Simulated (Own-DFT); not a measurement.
# Response to strain: grey tin, 32 atoms (Sn32)

All numbers below are calculated, not measured. The program, named Own-DFT, is a retired in-house plane-wave density functional code that no person has reviewed. Each row is one single-point run on a periodic cell that was not relaxed, without spin or spin-orbit coupling.

Settings of every run: PBE; PseudoDojo norm-conserving scalar-relativistic files; cutoff 42 hartree; 3 x 3 x 5 k mesh centred on Gamma; cold (Marzari-Vanderbilt) smearing of 0.2 eV.

Known limits: forces on such cells failed a check on a denser k mesh; stress not checked against mesh or cutoff.

Unstrained cell vectors in Å: (12.978, 0.000, 0.000); (0.000, 12.978, 0.000); (0.000, 0.000, 6.489). The unstrained cell has measured lattice constants (interpolated for alloys), not those of this functional. That, the random moves and any unrelaxed bonds set the pressure at no strain. Each run strains this cell uniformly, with the atoms carried along. Every atom was also moved at random, by a Gaussian of width 0.05 Å on each axis. Strain is the symmetric tensor, in per cent. Stress is positive in tension, and the pressure is minus a third of its trace.

```
run  e_xx (%)  e_yy (%)  e_zz (%)  e_yz (%)  e_xz (%)  e_xy (%)  s_xx (GPa)  s_yy (GPa)  s_zz (GPa)  s_yz (GPa)  s_xz (GPa)  s_xy (GPa)  P (GPa)  E (meV/atom)
  1      1.83      0.58      0.29      1.02      0.66      0.54       -2.02       -2.34       -2.48        1.00        0.57        0.60     2.28           0.0
  2     -0.19      0.78     -0.59     -0.09     -0.78      1.00       -3.77       -3.40       -3.82        0.11       -1.24        1.03     3.66          22.6
  3     -1.75     -0.37     -0.25      0.21     -0.53      0.77       -5.27       -4.96       -4.87       -0.45       -1.14        0.93     5.03          50.2
  4     -1.01     -0.91      1.85     -1.48     -0.91     -0.63       -3.94       -3.90       -3.09       -1.47       -1.13       -0.64     3.65          18.6
  5     -0.77      0.80     -1.61     -0.27      0.99     -0.26       -4.51       -3.99       -4.83       -0.32        0.58       -0.35     4.44          33.0
  6      0.69      1.97     -0.21      0.56     -0.63      1.32       -2.56       -2.15       -2.75        1.05       -1.19        1.93     2.49           7.7
  7      1.47     -1.87      0.41      0.24      0.80      1.43       -3.22       -4.12       -3.56        0.78        0.41        1.20     3.63          23.5
  8     -1.92     -1.74      1.54     -1.16     -1.92     -1.27       -5.35       -5.22       -4.45       -1.85       -2.04       -1.67     5.01          58.8
  9      0.64     -1.10     -1.16      1.39     -1.92      1.53       -4.68       -5.18       -5.12        1.87       -3.29        2.98     4.99          71.8
 10     -0.79     -0.27      0.33      1.84      1.99      0.97       -4.47       -4.34       -4.20        2.63        2.65        0.63     4.33          46.5
 11      0.57      0.32      1.58     -0.81     -0.08     -1.41       -2.55       -2.55       -2.28       -0.95       -0.31       -1.18     2.46           8.1
 12     -0.48      0.56      0.95     -1.80     -0.87      0.79       -3.42       -3.17       -2.99       -1.37       -0.51        1.13     3.19          21.7
 13      0.45     -1.13      1.73     -0.55     -1.20     -0.80       -3.15       -3.53       -2.71       -0.48       -1.31       -0.29     3.13          16.2
 14      0.24     -0.81     -0.35     -1.76      1.65      0.01       -4.07       -4.44       -4.34       -1.76        1.50       -0.08     4.28          39.4
 15      1.29     -1.05     -1.14      0.25      0.35      1.94       -3.82       -4.39       -4.52        0.06        1.21        1.94     4.24          40.5
 16      0.82     -1.43     -0.86     -0.18      1.72     -1.12       -4.26       -4.81       -4.65       -0.14        1.14       -1.80     4.57          45.4
 17      1.12      0.08     -1.65     -1.88      1.12      0.43           ?           ?           ?           ?           ?           ?        ?             ?
```

E is the free energy for each atom above the lowest run shown.

## Worked fit

Each stress component was fitted by least squares to a constant and the strains of the runs shown, as fractions, with shears doubled. Shear strains stay in the fit of a normal stress only where such slopes are resolved. The slopes, in GPa:

| stress | at no strain | per e_xx | per e_yy | per e_zz | scatter |
|---|---|---|---|---|---|
| s_xx | -3.8 | 72 ± 3 | 47 ± 3 | 46 ± 3 | 0.14 |
| s_yy | -3.7 | 45 ± 4 | 75 ± 4 | 46 ± 4 | 0.16 |
| s_zz | -3.8 | 46 ± 3 | 47 ± 3 | 75 ± 3 | 0.14 |

Each shear stress against twice its own strain: yz 53 ± 6, xz 63 ± 6, xy 53 ± 6 GPa. These are stiffnesses along x, y and z of the frame in which the cell vectors are given, which need not be the crystal's axes. The atoms are held to the strained lattice; where symmetry lets them move under strain, relaxing them would lower some slopes. The table should be nearly symmetric about its diagonal, and what it lacks of that shows the noise. A ninth of its sum, 56 ± 2 GPa, estimates the bulk modulus near the mean pressure of these runs, 3.8 GPa, so it lies above the value at zero pressure.

## Withheld run

Question: what normal stresses and pressure should run 17 give?

The fit gives s_xx = -3.7, s_yy = -3.9, s_zz = -4.5 and P = 4.0 GPa. The calculation gave -3.62, -3.94, -4.41 and P = 3.99 GPa.
